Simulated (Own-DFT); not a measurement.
# Computed records: AlGa3N4 (wurtzite random alloy, atoms displaced)

A calculation, not a measurement: plane-wave density functional theory by an unreviewed code, no spin, of a simulated periodic cell, stress positive in tension, run twice, with PBE and with PBEsol, both on files made for PBE, so the change isn't that of files made for PBEsol, forces on such cells passed a denser k mesh, this cell's mesh not checked; the far tail of each file's local potential was reset to the Coulomb form; each entry is a single point on an unrelaxed cell, so the pressure reflects the starting lattice, mostly measured values (interpolated for alloys), from which strain is counted, and rises with the displacements; printed positions are rounded, which can move forces by about a meV/angstrom; the program, named Own-DFT, is a retired in-house code; no spin-orbit coupling; stress was not checked against mesh or cutoff. Program: Own-DFT development build.

Settings shared by all entries: functional PBE, then PBEsol; potential files PseudoDojo norm-conserving, scalar-relativistic, standard set; wave cutoff 42 hartree; occupations Fermi-Dirac; smearing width 0.1 eV; k mesh 4 x 4 x 3 centred on Gamma.

(1) 
```cif
# cell vector a (Å): 9.5092 0.0000 0.0000
# cell vector b (Å): -4.7546 8.2353 0.0000
# cell vector c (Å): 0.0000 0.0000 10.2685
data_AlGa3N4
_symmetry_space_group_name_H-M 'P 1'
_symmetry_Int_Tables_number 1
_cell_length_a 9.5092
_cell_length_b 9.5093
_cell_length_c 10.2685
_cell_angle_alpha 90.000
_cell_angle_beta 90.000
_cell_angle_gamma 120.000
_cell_volume 804.14
loop_
_atom_site_label
_atom_site_type_symbol
_atom_site_fract_x
_atom_site_fract_y
_atom_site_fract_z
_atom_site_occupancy
Al1 Al 0.10785 0.21408 0.99834 1
Al2 Al 0.22094 0.10743 0.25029 1
N1 N 0.11434 0.21717 0.19085 1
N2 N 0.21857 0.10933 0.44002 1
Ga1 Ga 0.11293 0.21683 0.49544 1
Ga2 Ga 0.22376 0.11265 0.74915 1
N3 N 0.11873 0.22495 0.68923 1
N4 N 0.21863 0.10748 0.94479 1
Al3 Al 0.11404 0.55760 0.99447 1
Ga3 Ga 0.22628 0.44374 0.24771 1
N5 N 0.10838 0.55558 0.18975 1
N6 N 0.22105 0.44598 0.43863 1
Ga4 Ga 0.10907 0.55207 0.49786 1
Ga5 Ga 0.21620 0.44298 0.74895 1
N7 N 0.11131 0.54900 0.68251 1
N8 N 0.22160 0.44210 0.93524 1
Ga6 Ga 0.10900 0.89034 0.99812 1
Ga7 Ga 0.21978 0.77667 0.24615 1
N9 N 0.11093 0.88445 0.18526 1
N10 N 0.22516 0.78120 0.44621 1
Al4 Al 0.10921 0.88155 0.50009 1
Ga8 Ga 0.21517 0.78030 0.75221 1
N11 N 0.11552 0.89058 0.69199 1
N12 N 0.22080 0.77357 0.93667 1
Ga9 Ga 0.43820 0.21802 0.99640 1
Ga10 Ga 0.55324 0.10479 0.25454 1
N13 N 0.43872 0.21839 0.18964 1
N14 N 0.55895 0.11668 0.43833 1
Ga11 Ga 0.43979 0.22170 0.50148 1
Ga12 Ga 0.55951 0.10960 0.74730 1
N15 N 0.44932 0.22304 0.68676 1
N16 N 0.55585 0.11713 0.93771 1
Ga13 Ga 0.44470 0.55189 0.00765 1
Ga14 Ga 0.54869 0.43820 0.25843 1
N17 N 0.44553 0.55116 0.19079 1
N18 N 0.55754 0.44818 0.43965 1
Al5 Al 0.44501 0.55968 0.50383 1
Ga15 Ga 0.56487 0.45220 0.75469 1
N19 N 0.44320 0.55334 0.68852 1
N20 N 0.55584 0.44460 0.93909 1
Ga16 Ga 0.45022 0.89325 0.99993 1
Ga17 Ga 0.56235 0.78109 0.25088 1
N21 N 0.44454 0.88712 0.19531 1
N22 N 0.56225 0.78132 0.43902 1
Ga18 Ga 0.44257 0.87952 0.49910 1
Ga19 Ga 0.55697 0.77567 0.75259 1
N23 N 0.44589 0.88423 0.68795 1
N24 N 0.55492 0.77940 0.93878 1
Al6 Al 0.77816 0.22461 0.99981 1
Ga20 Ga 0.88456 0.10990 0.25124 1
N25 N 0.78113 0.22558 0.18986 1
N26 N 0.88417 0.10718 0.44228 1
Al7 Al 0.77805 0.21968 0.49760 1
Ga21 Ga 0.88217 0.10760 0.75232 1
N27 N 0.77166 0.21602 0.68569 1
N28 N 0.88985 0.11686 0.94291 1
Ga22 Ga 0.77617 0.54568 0.00716 1
Ga23 Ga 0.88395 0.43843 0.24866 1
N29 N 0.77747 0.55777 0.18827 1
N30 N 0.88914 0.44579 0.44003 1
Ga24 Ga 0.78113 0.55459 0.49959 1
Ga25 Ga 0.88322 0.44414 0.74386 1
N31 N 0.77074 0.55533 0.68534 1
N32 N 0.88950 0.44438 0.94037 1
Ga26 Ga 0.77513 0.88662 0.99879 1
Al8 Al 0.89167 0.78018 0.25079 1
N33 N 0.77442 0.88791 0.19041 1
N34 N 0.88430 0.77113 0.43547 1
Al9 Al 0.77266 0.88575 0.50218 1
Ga27 Ga 0.89363 0.78431 0.74951 1
N35 N 0.78186 0.89154 0.69524 1
N36 N 0.89331 0.77913 0.93969 1
_calc_PBE_pressure 6.32  # GPa
_calc_PBE_stress_xx -7.21  # GPa
_calc_PBE_stress_yy -5.01  # GPa
_calc_PBE_stress_zz -6.72  # GPa
_calc_PBE_stress_yz -0.25  # GPa
_calc_PBE_stress_xz -0.06  # GPa
_calc_PBE_stress_xy 0.63  # GPa
_calc_PBEsol_pressure 1.44  # GPa
_calc_PBEsol_stress_xx -2.29  # GPa
_calc_PBEsol_stress_yy -0.17  # GPa
_calc_PBEsol_stress_zz -1.85  # GPa
_calc_PBEsol_stress_yz -0.23  # GPa
_calc_PBEsol_stress_xz -0.05  # GPa
_calc_PBEsol_stress_xy 0.6  # GPa
_calc_rms_change_of_force_components_from_PBE_to_PBEsol 0.068  # eV/angstrom
```

Force:
```tsv
force element	PBE force x (eV/Å)	PBE force y (eV/Å)	PBE force z (eV/Å)	PBEsol force x (eV/Å)	PBEsol force y (eV/Å)	PBEsol force z (eV/Å)
Al	-0.276	1.259	0.553	-0.271	1.26	0.547
Al	0.157	-0.202	-0.058	0.166	-0.207	-0.046
N	-0.334	-0.278	-0.831	-0.461	-0.186	-0.737
N	0.935	-1.829	-1.079	0.904	-1.642	-0.95
Ga	-1.315	0.995	0.881	-1.279	0.978	0.86
Ga	0.555	0.469	0.382	0.544	0.448	0.374
N	-1.253	-0.915	-0.321	-1.219	-0.89	-0.314
N	-0.72	0.734	-1.169	-0.55	0.631	-1.195
Al	-0.021	-0.696	0.77	-0.02	-0.688	0.77
Ga	-1.062	-0.193	0.319	-1.044	-0.189	0.333
N	0.646	-0.391	-1.341	0.63	-0.376	-1.187
N	1.504	0.016	0.036	1.352	-0.053	-0.012
Ga	0.087	0.421	-0.299	0.088	0.406	-0.291
Ga	1.261	0.074	0.09	1.245	0.072	0.092
N	-1.637	0.978	1.025	-1.602	0.948	0.998
N	-0.519	-0.463	1.583	-0.391	-0.401	1.451
Ga	0.887	-0.894	0.323	0.876	-0.872	0.309
Ga	0.328	-0.339	0.988	0.33	-0.337	0.958
N	-1.283	1.013	1.256	-1.124	0.925	1.128
N	-1.044	-0.412	-1.128	-0.857	-0.487	-1.153
Al	-0.475	0.762	0.059	-0.49	0.759	0.077
Ga	2.272	-1.105	-0.554	2.218	-1.061	-0.524
N	-1.146	0.196	-1.856	-1.117	0.186	-1.67
N	0.111	0.203	0.936	0.099	0.368	0.846
Ga	0.358	0.753	0.926	0.359	0.725	0.902
Ga	-0.4	1.142	-0.587	-0.394	1.114	-0.56
N	0.059	-0.453	0.182	0.187	-0.359	0.13
N	0.493	-0.509	0.906	0.345	-0.573	0.819
Ga	0.686	0.273	-0.271	0.678	0.267	-0.259
Ga	-1.24	-0.595	0.099	-1.214	-0.575	0.104
N	-0.383	0.118	0.925	-0.377	0.108	0.896
N	1.326	-0.259	0.368	1.168	-0.331	0.31
Ga	-0.432	0.202	-1.403	-0.411	0.197	-1.379
Ga	0.96	0.136	-1.216	0.945	0.133	-1.192
N	-0.16	0.945	0.366	-0.162	0.912	0.346
N	-1.085	0.039	1.184	-0.944	-0.037	1.093
Al	0.19	-0.604	-0.459	0.176	-0.598	-0.473
Ga	-1.675	-1.311	-0.534	-1.636	-1.279	-0.518
N	0.143	0.311	-0.522	0.147	0.314	-0.346
N	0.091	-0.115	0.513	0.091	-0.112	0.496
Ga	-0.81	-0.19	0.21	-0.794	-0.187	0.192
Ga	-0.868	-1.1	0.13	-0.857	-1.057	0.13
N	0.161	-0.296	-1.074	0.159	-0.281	-1.052
N	0.181	-1.241	0.605	0.017	-1.159	0.478
Ga	-0.09	1.588	0.419	-0.097	1.543	0.407
Ga	-0.462	-0.384	-0.334	-0.458	-0.371	-0.306
N	-0.563	0.128	0.358	-0.541	0.13	0.342
N	0.311	-0.577	0.581	0.313	-0.553	0.568
Al	-0.083	0.053	0.179	-0.104	0.04	0.174
Ga	0.883	0.268	0.008	0.852	0.268	0.014
N	-0.587	-1.267	-1.32	-0.564	-1.234	-1.139
N	-0.188	-0.358	0.223	-0.044	-0.288	0.109
Al	-0.413	0.362	0.182	-0.406	0.38	0.174
Ga	0.996	1.306	-0.051	0.966	1.256	-0.037
N	0.99	1.009	-0.848	0.959	0.977	-0.674
N	-0.086	-0.15	0.152	-0.09	-0.305	0.038
Ga	-0.492	1.118	-1.004	-0.482	1.086	-0.979
Ga	0.018	1.484	0.478	0.021	1.451	0.476
N	-0.231	0.344	1.49	-0.216	0.185	1.393
N	0.22	-1.552	-0.077	0.211	-1.371	-0.113
Ga	-0.829	-0.292	-0.322	-0.81	-0.288	-0.32
Ga	0.676	-0.155	0.587	0.655	-0.153	0.578
N	1.653	1.154	0.308	1.622	1.115	0.301
N	0.927	-0.524	-0.391	0.77	-0.432	-0.467
Ga	0.465	0.272	0.203	0.443	0.265	0.193
Al	-0.196	-0.571	-0.537	-0.196	-0.574	-0.546
N	1.792	0.004	-0.254	1.62	0.07	-0.291
N	0.227	1.99	0.464	0.218	1.804	0.526
Al	1.12	0.415	0.153	1.134	0.413	0.166
Ga	0.135	-0.928	0.516	0.127	-0.897	0.526
N	-0.427	-0.576	-1.899	-0.417	-0.559	-1.721
N	-1.021	-0.809	-0.177	-0.997	-0.773	-0.176
```

(2) 
```cif
# cell vector a (Å): 9.5092 0.0000 0.0000
# cell vector b (Å): -4.7546 8.2353 0.0000
# cell vector c (Å): 0.0000 0.0000 10.2685
data_AlGa3N4
_symmetry_space_group_name_H-M 'P 1'
_symmetry_Int_Tables_number 1
_cell_length_a 9.5092
_cell_length_b 9.5093
_cell_length_c 10.2685
_cell_angle_alpha 90.000
_cell_angle_beta 90.000
_cell_angle_gamma 120.000
_cell_volume 804.14
loop_
_atom_site_label
_atom_site_type_symbol
_atom_site_fract_x
_atom_site_fract_y
_atom_site_fract_z
_atom_site_occupancy
Ga1 Ga 0.10598 0.22105 0.00016 1
Ga2 Ga 0.21612 0.11317 0.25393 1
N1 N 0.11096 0.21812 0.18844 1
N2 N 0.22850 0.11515 0.44304 1
Ga3 Ga 0.10790 0.21557 0.50243 1
Al1 Al 0.22031 0.10935 0.74703 1
N3 N 0.11457 0.22184 0.69050 1
N4 N 0.22281 0.11522 0.94367 1
Al2 Al 0.11617 0.55386 0.00139 1
Ga4 Ga 0.21826 0.44501 0.25139 1
N5 N 0.11580 0.56297 0.18938 1
N6 N 0.21799 0.44375 0.44045 1
Ga5 Ga 0.11658 0.55789 0.50004 1
Ga6 Ga 0.22732 0.44463 0.75347 1
N7 N 0.11091 0.55085 0.68658 1
N8 N 0.22082 0.44459 0.93706 1
Al3 Al 0.11385 0.88646 0.00002 1
Ga7 Ga 0.21706 0.77804 0.24281 1
N9 N 0.10778 0.88809 0.18891 1
N10 N 0.22464 0.77947 0.43555 1
Ga8 Ga 0.11038 0.88989 0.49868 1
Ga9 Ga 0.22231 0.77741 0.74640 1
N11 N 0.10958 0.88636 0.68057 1
N12 N 0.22477 0.78355 0.94114 1
Ga10 Ga 0.45009 0.22774 0.00275 1
Ga11 Ga 0.55399 0.11207 0.24798 1
N13 N 0.44244 0.22021 0.19292 1
N14 N 0.55812 0.11148 0.44242 1
Al4 Al 0.44394 0.22695 0.49833 1
Ga12 Ga 0.55213 0.10840 0.75320 1
N15 N 0.44617 0.22094 0.68771 1
N16 N 0.55983 0.10984 0.93739 1
Ga13 Ga 0.44905 0.56011 0.00262 1
Al5 Al 0.55654 0.44700 0.24713 1
N17 N 0.44873 0.55484 0.19031 1
N18 N 0.55652 0.44337 0.43783 1
Ga14 Ga 0.44734 0.55268 0.50164 1
Ga15 Ga 0.55639 0.44412 0.74990 1
N19 N 0.44848 0.55703 0.68846 1
N20 N 0.55895 0.44807 0.93689 1
Al6 Al 0.44512 0.88763 0.00140 1
Ga16 Ga 0.55943 0.77656 0.25484 1
N21 N 0.44469 0.88840 0.18640 1
N22 N 0.55309 0.77802 0.43571 1
Al7 Al 0.45224 0.89642 0.50704 1
Ga17 Ga 0.55704 0.78324 0.75611 1
N23 N 0.44461 0.89048 0.68467 1
N24 N 0.56250 0.78268 0.93681 1
Ga18 Ga 0.77546 0.21583 0.99552 1
Ga19 Ga 0.88995 0.11442 0.25092 1
N25 N 0.77691 0.22457 0.19500 1
N26 N 0.89359 0.11330 0.43886 1
Ga20 Ga 0.77563 0.22034 0.49756 1
Ga21 Ga 0.89231 0.10699 0.75437 1
N27 N 0.78154 0.22699 0.68824 1
N28 N 0.88685 0.11250 0.94469 1
Ga22 Ga 0.76668 0.55011 0.00234 1
Al8 Al 0.88758 0.43932 0.24663 1
N29 N 0.77706 0.55135 0.18818 1
N30 N 0.89755 0.44508 0.43620 1
Ga23 Ga 0.77730 0.55504 0.50231 1
Ga24 Ga 0.89201 0.44427 0.74496 1
N31 N 0.78107 0.55634 0.69032 1
N32 N 0.89160 0.44454 0.93596 1
Ga25 Ga 0.77432 0.89360 0.99924 1
Ga26 Ga 0.88711 0.77951 0.24565 1
N33 N 0.77200 0.88901 0.19016 1
N34 N 0.88993 0.77797 0.43773 1
Al9 Al 0.78216 0.89343 0.49939 1
Ga27 Ga 0.88626 0.77858 0.74565 1
N35 N 0.77654 0.89296 0.69286 1
N36 N 0.89392 0.77788 0.93588 1
_calc_PBE_pressure 6.21  # GPa
_calc_PBE_stress_xx -6.29  # GPa
_calc_PBE_stress_yy -5.23  # GPa
_calc_PBE_stress_zz -7.11  # GPa
_calc_PBE_stress_yz -0.28  # GPa
_calc_PBE_stress_xz -0.53  # GPa
_calc_PBE_stress_xy -0.22  # GPa
_calc_PBEsol_pressure 1.33  # GPa
_calc_PBEsol_stress_xx -1.38  # GPa
_calc_PBEsol_stress_yy -0.37  # GPa
_calc_PBEsol_stress_zz -2.23  # GPa
_calc_PBEsol_stress_yz -0.27  # GPa
_calc_PBEsol_stress_xz -0.5  # GPa
_calc_PBEsol_stress_xy -0.19  # GPa
_calc_rms_change_of_force_components_from_PBE_to_PBEsol 0.068  # eV/angstrom
```

Force:
```tsv
force element	PBE force x (eV/Å)	PBE force y (eV/Å)	PBE force z (eV/Å)	PBEsol force x (eV/Å)	PBEsol force y (eV/Å)	PBEsol force z (eV/Å)
Ga	0.995	0.252	0.141	0.987	0.242	0.142
Ga	1.407	-0.695	-0.143	1.37	-0.686	-0.146
N	-1.093	1.088	-0.028	-1.075	1.062	-0.021
N	-0.036	0.051	-0.297	-0.201	-0.043	-0.355
Ga	0.168	1.301	0.004	0.147	1.281	-0.002
Al	0.664	-0.04	0.624	0.671	-0.042	0.639
N	0.376	-0.519	0.494	0.227	-0.433	0.425
N	0.475	-1.214	-1.415	0.454	-1.054	-1.303
Al	-1.346	0.496	-0.434	-1.336	0.505	-0.436
Ga	0.652	0.052	0.184	0.637	0.063	0.192
N	-0.783	-2.166	-1.334	-0.65	-2.044	-1.198
N	1.458	-0.582	-0.18	1.424	-0.563	-0.181
Ga	-0.56	0.478	-0.294	-0.556	0.452	-0.288
Ga	-0.425	0.044	-0.999	-0.421	0.037	-0.973
N	0.624	0.809	0.561	0.606	0.797	0.543
N	0.136	0.594	1.254	0.27	0.495	1.155
Al	-0.977	0.715	-0.034	-0.979	0.726	-0.027
Ga	0.95	0.883	1.504	0.93	0.851	1.494
N	-0.242	0.659	-1.09	-0.238	0.635	-0.917
N	0.782	0.843	0.572	0.654	0.761	0.527
Ga	0.871	-0.457	-1.046	0.847	-0.47	-1.019
Ga	-0.308	-0.4	0.345	-0.301	-0.395	0.331
N	-0.105	1.139	1.896	-0.105	0.981	1.794
N	0.874	-0.829	0.132	0.872	-0.84	-0.013
Ga	-0.46	-0.864	-0.175	-0.459	-0.841	-0.175
Ga	0.215	-0.711	0.862	0.22	-0.701	0.842
N	-0.399	1.349	-0.139	-0.378	1.183	-0.185
N	-1.501	-0.251	-0.129	-1.344	-0.147	-0.219
Al	1.204	-0.513	0.358	1.22	-0.496	0.364
Ga	0.66	0.813	-0.945	0.649	0.811	-0.913
N	-1.279	-0.226	-0.415	-1.13	-0.156	-0.306
N	-1.106	-1.03	0.919	-1.069	-0.863	0.846
Ga	-0.4	-0.425	-0.273	-0.375	-0.421	-0.271
Al	0.485	-0.659	0.716	0.485	-0.649	0.712
N	-0.175	-0.407	0.063	-0.317	-0.304	-0.005
N	0.018	-0.549	-0.803	0.012	-0.373	-0.692
Ga	-0.922	0.478	-0.525	-0.898	0.471	-0.513
Ga	0.335	-0.13	-0.332	0.336	-0.121	-0.313
N	-0.178	0.386	0.521	-0.175	0.365	0.507
N	-1.192	-0.663	0.097	-1.153	-0.646	0.107
Al	-0.195	0.306	-0.037	-0.179	0.304	-0.057
Ga	-1.429	0.053	-0.71	-1.4	0.051	-0.686
N	0.195	-0.048	-0.677	0.182	-0.038	-0.504
N	0.672	0.922	2.294	0.674	0.767	2.138
Al	-0.704	-0.972	-2.233	-0.7	-0.984	-2.248
Ga	-0.094	-0.665	-1.615	-0.072	-0.649	-1.559
N	0.245	-0.297	0.716	0.235	-0.29	0.91
N	-1.929	-0.346	1.142	-1.76	-0.396	1.063
Ga	-0.518	1.975	1.054	-0.51	1.92	1.01
Ga	-0.16	-0.385	-0.019	-0.157	-0.378	-0.012
N	0.384	0.153	-1.116	0.374	-0.041	-1.145
N	-0.45	-1.416	0.293	-0.435	-1.231	0.23
Ga	0.585	0.868	0.488	0.578	0.861	0.48
Ga	-0.839	1.475	-0.382	-0.83	1.439	-0.372
N	0.134	-1.505	0.162	0.128	-1.466	0.155
N	0.783	-0.362	-0.953	0.764	-0.356	-0.936
Ga	2.514	1.236	-0.618	2.444	1.209	-0.615
Al	0.041	1.257	0.666	0.056	1.276	0.664
N	-0.279	-0.436	0.856	-0.279	-0.282	0.722
N	-1.229	-0.087	-0.749	-1.198	-0.092	-0.583
Ga	0.886	-0.137	-0.66	0.868	-0.124	-0.635
Ga	-0.148	0.147	0.903	-0.151	0.136	0.883
N	-0.547	-0.069	-0.339	-0.538	-0.065	-0.343
N	0.456	0.248	0.966	0.333	0.165	0.893
Ga	1.992	-0.719	0.593	1.933	-0.706	0.572
Ga	0.067	-0.518	0.424	0.079	-0.502	0.425
N	0.913	0.522	-0.518	0.895	0.505	-0.509
N	-1.284	0.505	0.228	-1.13	0.428	0.18
Al	-0.448	-0.646	-0.086	-0.445	-0.654	-0.082
Ga	0.611	-0.145	0.718	0.594	-0.159	0.714
N	0.23	-0.513	-1.805	0.232	-0.494	-1.626
N	-0.316	0.501	0.797	-0.44	0.418	0.722
```

(3) 
```cif
# cell vector a (Å): 9.5092 0.0000 0.0000
# cell vector b (Å): -4.7546 8.2353 0.0000
# cell vector c (Å): 0.0000 0.0000 10.2685
data_AlGa3N4
_symmetry_space_group_name_H-M 'P 1'
_symmetry_Int_Tables_number 1
_cell_length_a 9.5092
_cell_length_b 9.5093
_cell_length_c 10.2685
_cell_angle_alpha 90.000
_cell_angle_beta 90.000
_cell_angle_gamma 120.000
_cell_volume 804.14
loop_
_atom_site_label
_atom_site_type_symbol
_atom_site_fract_x
_atom_site_fract_y
_atom_site_fract_z
_atom_site_occupancy
Ga1 Ga 0.11359 0.22266 0.99996 1
Ga2 Ga 0.22196 0.11009 0.24837 1
N1 N 0.11089 0.22173 0.19128 1
N2 N 0.22510 0.10619 0.43848 1
Ga3 Ga 0.11164 0.22060 0.49803 1
Ga4 Ga 0.21157 0.10949 0.74850 1
N3 N 0.10852 0.21490 0.68898 1
N4 N 0.22793 0.11509 0.93927 1
Ga5 Ga 0.11250 0.55034 0.00207 1
Ga6 Ga 0.22070 0.44665 0.25407 1
N5 N 0.10983 0.55461 0.19191 1
N6 N 0.22815 0.44619 0.44095 1
Ga7 Ga 0.11273 0.55163 0.50076 1
Al1 Al 0.22745 0.45001 0.75008 1
N7 N 0.11317 0.55524 0.68771 1
N8 N 0.22589 0.44553 0.93855 1
Ga8 Ga 0.10482 0.88462 0.99674 1
Ga9 Ga 0.21686 0.77135 0.25461 1
N9 N 0.10817 0.88462 0.19025 1
N10 N 0.21841 0.77919 0.44260 1
Al2 Al 0.11423 0.89716 0.49569 1
Ga10 Ga 0.22083 0.78518 0.74683 1
N11 N 0.10687 0.88878 0.69133 1
N12 N 0.22547 0.78388 0.94065 1
Ga11 Ga 0.44488 0.22044 0.99758 1
Al3 Al 0.55901 0.11389 0.25597 1
N13 N 0.44068 0.22132 0.18684 1
N14 N 0.55548 0.10879 0.43965 1
Ga12 Ga 0.44304 0.22761 0.49689 1
Ga13 Ga 0.55643 0.11555 0.74741 1
N15 N 0.43992 0.22311 0.69170 1
N16 N 0.55925 0.11406 0.93579 1
Al4 Al 0.44299 0.55464 0.99344 1
Ga14 Ga 0.56104 0.45012 0.24627 1
N17 N 0.44589 0.55795 0.19498 1
N18 N 0.55892 0.44837 0.44269 1
Ga15 Ga 0.44762 0.56291 0.49343 1
Al5 Al 0.55797 0.44216 0.75050 1
N19 N 0.44047 0.55629 0.68333 1
N20 N 0.55737 0.44536 0.93943 1
Ga16 Ga 0.43632 0.88625 0.99900 1
Ga17 Ga 0.55293 0.77604 0.25233 1
N21 N 0.44778 0.89161 0.18757 1
N22 N 0.54767 0.77754 0.44199 1
Al6 Al 0.44784 0.89120 0.49685 1
Al7 Al 0.55673 0.78187 0.75048 1
N23 N 0.44162 0.88706 0.69128 1
N24 N 0.55447 0.78119 0.94147 1
Ga18 Ga 0.77784 0.21849 0.99648 1
Ga19 Ga 0.89383 0.10865 0.24302 1
N25 N 0.77926 0.22280 0.18695 1
N26 N 0.89009 0.11171 0.44792 1
Ga20 Ga 0.77396 0.21660 0.49764 1
Al8 Al 0.89363 0.11714 0.74784 1
N27 N 0.77890 0.22493 0.68907 1
N28 N 0.88935 0.10797 0.93378 1
Ga21 Ga 0.77690 0.55575 0.00242 1
Ga22 Ga 0.88435 0.43382 0.24937 1
N29 N 0.77266 0.55013 0.19076 1
N30 N 0.88389 0.43623 0.43904 1
Ga23 Ga 0.78304 0.55596 0.49975 1
Ga24 Ga 0.89478 0.44738 0.74858 1
N31 N 0.77885 0.55897 0.68787 1
N32 N 0.88610 0.44943 0.93855 1
Ga25 Ga 0.77666 0.88574 0.00333 1
Al9 Al 0.88478 0.77765 0.25035 1
N33 N 0.77468 0.88157 0.19703 1
N34 N 0.88340 0.77389 0.44084 1
Ga26 Ga 0.77816 0.89456 0.49637 1
Ga27 Ga 0.88399 0.77788 0.75319 1
N35 N 0.78865 0.89137 0.68734 1
N36 N 0.89108 0.77620 0.93943 1
_calc_PBE_pressure 6.34  # GPa
_calc_PBE_stress_xx -7.44  # GPa
_calc_PBE_stress_yy -6.42  # GPa
_calc_PBE_stress_zz -5.15  # GPa
_calc_PBE_stress_yz 0.17  # GPa
_calc_PBE_stress_xz -0.26  # GPa
_calc_PBE_stress_xy -0.15  # GPa
_calc_PBEsol_pressure 1.45  # GPa
_calc_PBEsol_stress_xx -2.5  # GPa
_calc_PBEsol_stress_yy -1.51  # GPa
_calc_PBEsol_stress_zz -0.34  # GPa
_calc_PBEsol_stress_yz 0.18  # GPa
_calc_PBEsol_stress_xz -0.25  # GPa
_calc_PBEsol_stress_xy -0.15  # GPa
_calc_rms_change_of_force_components_from_PBE_to_PBEsol 0.067  # eV/angstrom
```

Force:
```tsv
force element	PBE force x (eV/Å)	PBE force y (eV/Å)	PBE force z (eV/Å)	PBEsol force x (eV/Å)	PBEsol force y (eV/Å)	PBEsol force z (eV/Å)
Ga	0.016	-0.267	-0.121	0.015	-0.264	-0.108
Ga	0.346	-0.36	-0.099	0.342	-0.334	-0.102
N	0.308	0.49	-0.443	0.295	0.464	-0.434
N	-0.979	0.463	-0.195	-0.951	0.657	-0.261
Ga	0.481	0.261	0.521	0.47	0.255	0.519
Ga	1.923	-0.258	0.712	1.883	-0.259	0.693
N	-1.681	2.451	0.017	-1.486	2.348	-0.074
N	-0.951	-0.834	-0.091	-0.937	-0.813	-0.093
Ga	-0.966	0.959	-0.318	-0.95	0.935	-0.3
Ga	0.686	-0.221	-0.383	0.673	-0.213	-0.364
N	-0.099	-0.487	-0.354	-0.089	-0.476	-0.344
N	-0.738	-0.759	-0.269	-0.73	-0.735	-0.274
Ga	-0.738	0.369	-0.098	-0.723	0.364	-0.09
Al	-0.11	-0.683	-0.548	-0.12	-0.708	-0.551
N	0.78	-0.045	0.693	0.621	0.021	0.617
N	0.319	0.103	-0.728	0.161	0.016	-0.616
Ga	1.072	1.048	0.864	1.06	1.021	0.842
Ga	0.321	1.163	-0.384	0.312	1.125	-0.383
N	-1.08	-0.265	0.057	-0.934	-0.186	0.008
N	0.607	0.495	0.464	0.615	0.334	0.347
Al	-0.435	-1.994	1.059	-0.455	-2.006	1.075
Ga	0.472	-0.776	0.451	0.456	-0.745	0.448
N	-0.103	0.11	-1.589	-0.094	0.111	-1.418
N	-0.899	-1.588	-0.668	-0.876	-1.542	-0.652
Ga	0.422	0.273	0.297	0.408	0.267	0.297
Al	-0.56	-0.439	-1.404	-0.557	-0.417	-1.406
N	1.471	-0.075	0.813	1.324	-0.016	0.746
N	-0.555	-0.463	-0.564	-0.526	-0.292	-0.444
Ga	0.752	-0.091	0.954	0.728	-0.086	0.938
Ga	-0.153	-0.45	0.065	-0.162	-0.441	0.074
N	0.141	0.619	-0.418	0.142	0.449	-0.461
N	-0.232	-0.524	0.291	-0.233	-0.507	0.282
Al	0.612	0.52	1.094	0.614	0.523	1.132
Ga	-1.1	-1.327	1.013	-1.079	-1.293	0.989
N	-0.463	-0.522	-1.983	-0.446	-0.502	-1.818
N	-0.064	-0.069	-0.957	-0.063	-0.074	-0.942
Ga	0.752	-1.044	1.252	0.734	-1.023	1.225
Al	-0.621	0.532	-0.507	-0.613	0.534	-0.511
N	0.883	0.319	1.855	0.894	0.326	1.675
N	-1.106	0.525	-0.783	-0.95	0.442	-0.669
Ga	1.157	1.216	0.425	1.134	1.184	0.421
Ga	-0.536	0.418	-0.159	-0.52	0.396	-0.158
N	-0.55	0.622	1.016	-0.535	0.466	0.945
N	0.377	1.56	-0.411	0.528	1.422	-0.473
Al	-1.3	-0.344	1.041	-1.312	-0.34	1.049
Al	0.39	-0.239	-0.364	0.406	-0.231	-0.365
N	1.129	0.342	-1.263	0.964	0.408	-1.158
N	0.471	-1.312	-0.963	0.46	-1.145	-0.849
Ga	-0.237	0.577	-0.069	-0.237	0.565	-0.056
Ga	-1.194	-0.088	1.324	-1.166	-0.075	1.281
N	-0.415	-1.712	0.214	-0.283	-1.592	0.161
N	0.133	0.376	-2.102	0.128	0.356	-2.051
Ga	0.047	0.62	0.922	0.041	0.624	0.907
Al	-0.4	-0.97	-0.287	-0.402	-0.972	-0.294
N	0.897	-0.585	0.071	0.746	-0.501	0.02
N	0.256	0.235	0.11	0.249	0.231	0.273
Ga	-0.056	-0.107	0.008	-0.046	-0.123	0.007
Ga	-0.254	1.505	0.375	-0.24	1.463	0.363
N	1.371	1.773	-0.028	1.325	1.597	-0.079
N	0.663	0.623	-0.206	0.646	0.607	-0.206
Ga	-0.437	-0.132	0.315	-0.44	-0.122	0.319
Ga	-0.887	0.126	0.128	-0.878	0.135	0.119
N	-0.343	-1.028	0.689	-0.205	-0.929	0.624
N	1.404	-0.705	0.148	1.379	-0.691	0.141
Ga	-0.182	0.111	-0.225	-0.189	0.119	-0.219
Al	1.206	-0.849	0.627	1.206	-0.861	0.625
N	0.453	0.528	-0.852	0.285	0.614	-0.898
N	1.056	1.457	-1.259	0.921	1.358	-1.139
Ga	0.334	-1.547	0.882	0.348	-1.521	0.875
Ga	0.896	-0.423	-0.574	0.892	-0.404	-0.578
N	-2.931	0.882	0.585	-2.756	0.784	0.496
N	-1.251	-0.086	0.314	-1.223	-0.08	0.304
```
